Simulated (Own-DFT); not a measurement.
Al3GaAs4 (zincblende random alloy, strained, atoms displaced) (calculated)

Computed with Own-DFT development build. A calculation, not a measurement: plane-wave density functional theory by an unreviewed code, no spin, of a simulated periodic cell, stress positive in tension, run twice, with PBE and with PBEsol, both on files made for PBE, so the change isn't that of files made for PBEsol, forces on such cells passed a denser k mesh, this cell's mesh not checked; the far tail of each file's local potential was reset to the Coulomb form; each entry is a single point on an unrelaxed cell, so the pressure reflects the starting lattice, mostly measured values (interpolated for alloys), from which strain is counted, and rises with the displacements; printed positions are rounded, which can move forces by about a meV/angstrom; the program, named Own-DFT, is a retired in-house code; no spin-orbit coupling; stress was not checked against mesh or cutoff.

Settings shared by all entries: functional PBE, then PBEsol; potential files PseudoDojo norm-conserving, scalar-relativistic, standard set; wave cutoff 42 hartree; occupations Fermi-Dirac; smearing width 0.1 eV; k mesh 3 x 3 x 3 centred on Gamma.

```yaml
- entry: 1
  formula: Al3GaAs4
  kind: "zincblende random alloy, strained, atoms displaced"
  structure:
    cell_angstrom:
      - [11.1242, -0.2046, -0.1274]
      - [-0.2046, 11.467, 0.0463]
      - [-0.1274, 0.0463, 11.3502]
    atoms_fractional:
      - [Ga, 0.99355, 0.0017, 0.00099]
      - [Ga, 0.99834, 0.24892, 0.25061]
      - [Ga, 0.25323, 0.00086, 0.25238]
      - [Al, 0.24814, 0.24469, 0.98953]
      - [As, 0.12803, 0.12222, 0.12919]
      - [As, 0.12526, 0.37258, 0.36605]
      - [As, 0.37613, 0.12339, 0.37354]
      - [As, 0.37364, 0.38342, 0.12561]
      - [Al, 0.00228, 0.99914, 0.49851]
      - [Ga, 0.99763, 0.2504, 0.75877]
      - [Al, 0.24672, 0.00612, 0.74952]
      - [Al, 0.25802, 0.23997, 0.5007]
      - [As, 0.12203, 0.12676, 0.62903]
      - [As, 0.11589, 0.36836, 0.87251]
      - [As, 0.37588, 0.12257, 0.87125]
      - [As, 0.3746, 0.37118, 0.62287]
      - [Ga, 0.99717, 0.49175, 0.0009]
      - [Al, 0.00107, 0.74426, 0.24875]
      - [Al, 0.23841, 0.501, 0.25473]
      - [Ga, 0.24968, 0.75245, 0.99388]
      - [As, 0.12948, 0.62836, 0.13083]
      - [As, 0.13189, 0.87777, 0.37517]
      - [As, 0.38359, 0.62275, 0.37067]
      - [As, 0.37109, 0.87059, 0.11708]
      - [Al, 0.99592, 0.49933, 0.49527]
      - [Al, 0.99945, 0.74553, 0.75709]
      - [Ga, 0.2507, 0.50414, 0.74564]
      - [Al, 0.24642, 0.74239, 0.49452]
      - [As, 0.11688, 0.63097, 0.62335]
      - [As, 0.12995, 0.87247, 0.87746]
      - [As, 0.37468, 0.62523, 0.87479]
      - [As, 0.3782, 0.87027, 0.62502]
      - [Al, 0.50014, 0.992, 0.00262]
      - [Al, 0.49663, 0.24687, 0.25512]
      - [Al, 0.74596, 0.99796, 0.25554]
      - [Al, 0.74804, 0.25869, 0.0004]
      - [As, 0.62181, 0.13168, 0.11878]
      - [As, 0.6305, 0.37233, 0.37232]
      - [As, 0.87244, 0.12824, 0.37436]
      - [As, 0.87637, 0.37376, 0.13675]
      - [Al, 0.50023, 0.00206, 0.50139]
      - [Al, 0.49974, 0.25286, 0.75051]
      - [Al, 0.74672, 0.99903, 0.74631]
      - [Al, 0.75028, 0.24815, 0.50159]
      - [As, 0.62648, 0.12213, 0.62131]
      - [As, 0.63039, 0.37731, 0.8701]
      - [As, 0.8685, 0.12155, 0.87403]
      - [As, 0.88308, 0.38041, 0.62544]
      - [Al, 0.49501, 0.49711, 0.99945]
      - [Ga, 0.50117, 0.75111, 0.25878]
      - [Al, 0.74627, 0.50167, 0.24604]
      - [Al, 0.75377, 0.75165, 0.00373]
      - [As, 0.61961, 0.62468, 0.12521]
      - [As, 0.63113, 0.88299, 0.38285]
      - [As, 0.87399, 0.62578, 0.37789]
      - [As, 0.86554, 0.88005, 0.12346]
      - [Al, 0.50177, 0.50201, 0.49818]
      - [Al, 0.49958, 0.75107, 0.75657]
      - [Al, 0.75306, 0.50198, 0.75108]
      - [Al, 0.75647, 0.753, 0.50271]
      - [As, 0.61537, 0.62051, 0.6392]
      - [As, 0.62088, 0.86442, 0.87475]
      - [As, 0.87745, 0.62332, 0.8792]
      - [As, 0.87357, 0.87657, 0.62544]
  results:
    "PBE_pressure [GPa]": 3.54
    "PBE_stress_xx [GPa]": -4.39
    "PBE_stress_yy [GPa]": -2.84
    "PBE_stress_zz [GPa]": -3.39
    "PBE_stress_yz [GPa]": 0.81
    "PBE_stress_xz [GPa]": -1.66
    "PBE_stress_xy [GPa]": -3.13
    "PBEsol_pressure [GPa]": 1.37
    "PBEsol_stress_xx [GPa]": -2.21
    "PBEsol_stress_yy [GPa]": -0.68
    "PBEsol_stress_zz [GPa]": -1.22
    "PBEsol_stress_yz [GPa]": 0.78
    "PBEsol_stress_xz [GPa]": -1.61
    "PBEsol_stress_xy [GPa]": -3.05
    force_element: [Ga, Ga, Ga, Al, As, As, As, As, Al, Ga, Al, Al, As, As, As, As, Ga, Al, Al, Ga, As, As, As, As, Al, Al, Ga, Al, As, As, As, As, Al, Al, Al, Al, As, As, As, As, Al, Al, Al, Al, As, As, As, As, Al, Ga, Al, Al, As, As, As, As, Al, Al, Al, Al, As, As, As, As]
    "PBE_force_x [eV/angstrom]": [0.688, 0.357, 0.026, 0.339, -0.382, -0.096, 0.196, -0.834, -0.112, -0.878, 0.322, -1.004, -0.189, 1.609, 0.468, 0.094, 0.463, -0.245, 1.631, -0.04, -0.613, -0.862, -1.43, 0.535, 0.914, 0.036, -0.563, 0.898, 0.263, -1.03, -0.235, -0.69, 0.289, 0.337, 0.188, 0.455, -0.071, -0.488, 0.246, -0.561, -0.344, 0.307, -0.25, 0.487, -0.299, -0.646, -0.151, -1.009, 0.621, 0.491, 0.186, -0.649, 0.303, -0.799, -0.417, 0.875, 0.345, -0.766, 0.303, -1.033, 0.885, 1.138, -0.352, 0.74]
    "PBE_force_y [eV/angstrom]": [-0.247, -0.808, -0.635, 0.361, 0.48, -0.362, -0.156, -1.178, 0.078, -0.955, -1.143, 0.501, 0.234, 1.52, 0.142, 0.694, 0.366, 0.961, 0.218, -1.207, -0.098, -0.43, -0.273, 0.423, -0.155, 0.673, -0.519, 0.328, -0.628, 0.982, -0.11, 0.425, 0.525, 0.713, 0.953, -0.535, -0.625, 0.305, -0.424, 0.39, -0.658, -0.534, -0.677, 0.479, 0.834, 0.208, 0.603, -0.666, 0.115, 0.764, 0.095, -0.895, 0.408, -0.893, 0.147, -0.145, -0.749, -0.642, -0.111, -0.969, 0.678, 1.559, 0.109, 0.157]
    "PBE_force_z [eV/angstrom]": [-0.135, -0.39, -0.971, 0.86, -0.427, 2.165, 0.687, 0.437, -0.2, -1.525, -0.539, -0.311, -0.245, 0.928, 0.637, 0.106, 0.387, -0.115, -0.891, 0.179, -0.992, 0.092, 0.844, 1.767, -0.297, -0.604, -0.198, 0.129, 0.069, -0.349, 0.393, 0.033, -0.711, -1.281, -1.306, -0.122, 0.935, 0.666, 0.538, -0.841, -0.164, -0.412, 0.112, -0.043, 0.858, 0.682, 0.502, 0.405, -0.532, -1.13, 0.128, -0.556, -0.003, 0.264, -0.284, 1.179, 0.051, -1.202, -0.612, 0.115, -0.99, 0.873, 0.548, 0.811]
    "PBEsol_force_x [eV/angstrom]": [0.657, 0.341, 0.003, 0.335, -0.419, -0.167, 0.127, -0.819, -0.11, -0.842, 0.317, -0.996, -0.233, 1.486, 0.458, 0.053, 0.44, -0.24, 1.609, -0.043, -0.592, -0.779, -1.334, 0.457, 0.9, 0.04, -0.548, 0.89, 0.3, -0.975, -0.334, -0.674, 0.288, 0.332, 0.188, 0.451, -0.068, -0.474, 0.296, -0.43, -0.344, 0.3, -0.245, 0.482, -0.292, -0.63, -0.03, -0.944, 0.606, 0.461, 0.183, -0.638, 0.25, -0.83, -0.407, 0.913, 0.341, -0.758, 0.301, -1.018, 0.86, 1.119, -0.296, 0.724]
    "PBEsol_force_y [eV/angstrom]": [-0.233, -0.76, -0.607, 0.354, 0.407, -0.431, -0.225, -1.151, 0.082, -0.903, -1.123, 0.491, 0.279, 1.502, 0.137, 0.732, 0.36, 0.949, 0.213, -1.149, -0.091, -0.36, -0.192, 0.342, -0.157, 0.657, -0.489, 0.326, -0.665, 0.933, -0.109, 0.416, 0.519, 0.703, 0.941, -0.526, -0.611, 0.294, -0.355, 0.364, -0.654, -0.524, -0.669, 0.473, 0.817, 0.209, 0.598, -0.708, 0.113, 0.72, 0.094, -0.879, 0.451, -0.927, 0.143, -0.078, -0.733, -0.631, -0.113, -0.955, 0.662, 1.526, 0.041, 0.159]
    "PBEsol_force_z [eV/angstrom]": [-0.108, -0.362, -0.923, 0.846, -0.37, 2.057, 0.609, 0.436, -0.198, -1.463, -0.525, -0.306, -0.186, 0.838, 0.624, 0.149, 0.377, -0.119, -0.888, 0.191, -1.075, 0.026, 0.754, 1.752, -0.291, -0.588, -0.176, 0.128, 0.112, -0.234, 0.37, 0.032, -0.702, -1.266, -1.293, -0.119, 0.919, 0.65, 0.467, -0.821, -0.162, -0.401, 0.108, -0.043, 0.836, 0.664, 0.495, 0.457, -0.52, -1.088, 0.129, -0.548, 0.044, 0.219, -0.275, 1.097, 0.052, -1.19, -0.599, 0.111, -0.959, 0.863, 0.593, 0.793]
    "rms_change_of_force_components_from_PBE_to_PBEsol [eV/angstrom]": 0.04
- entry: 2
  formula: Al3GaAs4
  kind: "zincblende random alloy, strained, atoms displaced"
  structure:
    cell_angstrom:
      - [11.092, 0.1262, 0.0504]
      - [0.1262, 11.1961, 0.0284]
      - [0.0504, 0.0284, 11.2247]
    atoms_fractional:
      - [Al, 0.99757, 7.0e-05, 0.00246]
      - [Al, 0.99315, 0.25515, 0.24532]
      - [Al, 0.25133, 0.00394, 0.25392]
      - [Al, 0.24911, 0.24993, 0.99983]
      - [As, 0.12232, 0.11558, 0.12687]
      - [As, 0.12916, 0.36953, 0.36917]
      - [As, 0.37524, 0.115, 0.38187]
      - [As, 0.37715, 0.37179, 0.12099]
      - [Al, 0.99881, 0.99779, 0.50053]
      - [Al, 0.00035, 0.24844, 0.7501]
      - [Al, 0.25505, 0.00068, 0.7569]
      - [Al, 0.24733, 0.24282, 0.50233]
      - [As, 0.12226, 0.12685, 0.62266]
      - [As, 0.12352, 0.38177, 0.87374]
      - [As, 0.37755, 0.1264, 0.87526]
      - [As, 0.37323, 0.3728, 0.62834]
      - [Al, 0.99788, 0.50472, 0.00482]
      - [Al, 0.99651, 0.74896, 0.25194]
      - [Al, 0.26211, 0.50471, 0.25644]
      - [Al, 0.2476, 0.75013, 0.99891]
      - [As, 0.12682, 0.62565, 0.12201]
      - [As, 0.12821, 0.87428, 0.37274]
      - [As, 0.37749, 0.62264, 0.37077]
      - [As, 0.37186, 0.87426, 0.12874]
      - [Al, 0.99744, 0.4943, 0.49541]
      - [Ga, 0.99848, 0.74868, 0.74718]
      - [Ga, 0.25581, 0.49293, 0.74894]
      - [Al, 0.24637, 0.75017, 0.50286]
      - [As, 0.12304, 0.62665, 0.61924]
      - [As, 0.12752, 0.86578, 0.8733]
      - [As, 0.37077, 0.62315, 0.87082]
      - [As, 0.36678, 0.87867, 0.62626]
      - [Al, 0.49793, 0.99966, 0.98951]
      - [Al, 0.49589, 0.24346, 0.25198]
      - [Al, 0.7482, 0.99869, 0.24576]
      - [Al, 0.7528, 0.24503, 0.01095]
      - [As, 0.62719, 0.12809, 0.11738]
      - [As, 0.62707, 0.37338, 0.37539]
      - [As, 0.87868, 0.1263, 0.37558]
      - [As, 0.87341, 0.3783, 0.12106]
      - [Al, 0.49655, 0.00209, 0.49543]
      - [Al, 0.5001, 0.25479, 0.75554]
      - [Al, 0.74811, 0.99491, 0.74724]
      - [Ga, 0.75353, 0.25178, 0.49952]
      - [As, 0.61569, 0.12646, 0.62816]
      - [As, 0.61667, 0.37875, 0.87193]
      - [As, 0.87005, 0.12448, 0.87555]
      - [As, 0.87278, 0.38006, 0.62506]
      - [Ga, 0.50446, 0.49885, 0.99723]
      - [Ga, 0.50263, 0.74968, 0.24751]
      - [Al, 0.74988, 0.50062, 0.24806]
      - [Al, 0.74304, 0.75414, 0.00382]
      - [As, 0.62591, 0.62912, 0.12444]
      - [As, 0.62523, 0.86832, 0.37146]
      - [As, 0.86843, 0.63074, 0.37484]
      - [As, 0.86904, 0.8743, 0.12199]
      - [Ga, 0.4983, 0.48893, 0.49484]
      - [Al, 0.49763, 0.74602, 0.74736]
      - [Ga, 0.75017, 0.50211, 0.75689]
      - [Ga, 0.75341, 0.75296, 0.50006]
      - [As, 0.6324, 0.62796, 0.6322]
      - [As, 0.6241, 0.87638, 0.88118]
      - [As, 0.87144, 0.62373, 0.87909]
      - [As, 0.87054, 0.88006, 0.62617]
  results:
    "PBE_pressure [GPa]": 6.64
    "PBE_stress_xx [GPa]": -7.04
    "PBE_stress_yy [GPa]": -6.52
    "PBE_stress_zz [GPa]": -6.35
    "PBE_stress_yz [GPa]": 0.05
    "PBE_stress_xz [GPa]": 0.93
    "PBE_stress_xy [GPa]": 1.72
    "PBEsol_pressure [GPa]": 4.32
    "PBEsol_stress_xx [GPa]": -4.72
    "PBEsol_stress_yy [GPa]": -4.21
    "PBEsol_stress_zz [GPa]": -4.03
    "PBEsol_stress_yz [GPa]": 0.06
    "PBEsol_stress_xz [GPa]": 0.9
    "PBEsol_stress_xy [GPa]": 1.67
    force_element: [Al, Al, Al, Al, As, As, As, As, Al, Al, Al, Al, As, As, As, As, Al, Al, Al, Al, As, As, As, As, Al, Ga, Ga, Al, As, As, As, As, Al, Al, Al, Al, As, As, As, As, Al, Al, Al, Ga, As, As, As, As, Ga, Ga, Al, Al, As, As, As, As, Ga, Al, Ga, Ga, As, As, As, As]
    "PBE_force_x [eV/angstrom]": [0.139, 0.843, -0.105, -0.557, 0.027, -0.058, -0.754, -0.119, 0.419, -0.307, -1.06, 0.349, 0.069, -0.287, -0.579, 0.258, 0.499, 0.389, -1.364, 0.681, -0.011, -0.59, 0.525, 0.237, 0.373, -0.204, -1.044, 0.606, -0.127, -0.76, 0.384, 1.007, -0.139, 0.381, -0.06, -0.039, -1.336, -0.013, -0.506, -0.127, 1.282, -0.28, -0.826, -0.317, 0.78, 1.854, 0.333, 0.137, -0.789, -0.447, -0.243, 0.722, -0.202, -0.13, 0.738, 0.737, 0.187, -0.078, 0.016, -0.61, -0.707, -0.107, 0.125, 0.79]
    "PBE_force_y [eV/angstrom]": [-0.596, -0.59, -0.534, -0.047, 1.239, 0.331, 1.622, 0.225, 0.087, 0.551, 0.286, 0.788, -1.007, -0.819, 0.443, -0.833, -0.003, 0.316, -1.044, -0.241, -0.255, -0.059, 1.09, 0.335, 0.609, -0.141, 1.242, 0.012, -1.139, 1.332, 0.064, -0.521, 0.072, 0.275, 0.479, 1.288, -1.185, -0.548, -0.37, 0.042, -1.515, -0.351, 1.06, -0.345, -0.199, -0.919, -0.115, -0.58, 0.885, 0.027, 0.318, -0.374, -1.023, 0.994, -1.198, -0.163, 1.17, 0.79, -0.27, 0.091, -0.426, -0.654, 0.712, -0.71]
    "PBE_force_z [eV/angstrom]": [-0.65, 0.318, -0.069, 0.216, -0.266, -0.015, -1.319, 0.457, -0.008, 0.314, -0.138, -0.079, 0.649, 0.214, -0.263, -1.196, -0.355, -0.37, -1.349, 0.451, 0.906, -0.025, 1.321, -0.836, -0.109, 0.267, 0.098, -0.371, 0.273, -0.181, 0.459, -0.555, 1.843, 0.031, 0.626, -1.656, 1.034, -1.002, -0.569, 0.056, 1.444, -0.373, 0.866, 0.711, -0.581, 0.478, -0.387, 0.268, 0.649, 0.233, 0.435, -0.308, -0.252, 0.288, -0.356, 0.195, 1.055, 0.408, -0.08, 0.755, -1.364, -1.631, -0.017, -0.587]
    "PBEsol_force_x [eV/angstrom]": [0.133, 0.828, -0.103, -0.543, 0.025, -0.054, -0.748, -0.059, 0.416, -0.304, -1.044, 0.343, 0.068, -0.213, -0.565, 0.237, 0.496, 0.382, -1.341, 0.67, -0.01, -0.575, 0.632, 0.294, 0.361, -0.188, -1.005, 0.601, -0.142, -0.804, 0.372, 0.982, -0.132, 0.377, -0.061, -0.038, -1.314, -0.024, -0.554, -0.128, 1.264, -0.276, -0.816, -0.311, 0.808, 1.814, 0.323, 0.021, -0.767, -0.426, -0.243, 0.707, -0.314, -0.124, 0.653, 0.721, 0.184, -0.077, 0.006, -0.593, -0.601, -0.101, 0.106, 0.778]
    "PBEsol_force_y [eV/angstrom]": [-0.589, -0.579, -0.528, -0.041, 1.211, 0.318, 1.592, 0.277, 0.084, 0.543, 0.28, 0.777, -0.991, -0.743, 0.439, -0.689, 0.0, 0.313, -1.03, -0.247, -0.248, -0.055, 1.075, 0.27, 0.601, -0.142, 1.199, 0.017, -1.105, 1.251, -0.058, -0.505, 0.071, 0.271, 0.469, 1.27, -1.167, -0.536, -0.298, 0.043, -1.496, -0.339, 1.043, -0.32, -0.149, -0.76, -0.117, -0.572, 0.843, 0.018, 0.317, -0.365, -0.991, 0.851, -1.098, -0.161, 1.122, 0.776, -0.251, 0.071, -0.467, -0.641, 0.686, -0.821]
    "PBEsol_force_z [eV/angstrom]": [-0.64, 0.317, -0.063, 0.207, -0.257, -0.017, -1.296, 0.392, -0.006, 0.306, -0.14, -0.078, 0.633, 0.144, -0.26, -1.156, -0.352, -0.364, -1.334, 0.445, 0.888, -0.028, 1.3, -0.757, -0.104, 0.252, 0.101, -0.362, 0.381, -0.239, 0.443, -0.546, 1.816, 0.031, 0.612, -1.632, 1.011, -0.848, -0.496, 0.051, 1.426, -0.368, 0.858, 0.677, -0.616, 0.501, -0.377, 0.272, 0.604, 0.221, 0.434, -0.307, -0.228, 0.28, -0.275, 0.19, 1.005, 0.403, -0.097, 0.719, -1.361, -1.6, -0.131, -0.586]
    "rms_change_of_force_components_from_PBE_to_PBEsol [eV/angstrom]": 0.041
```
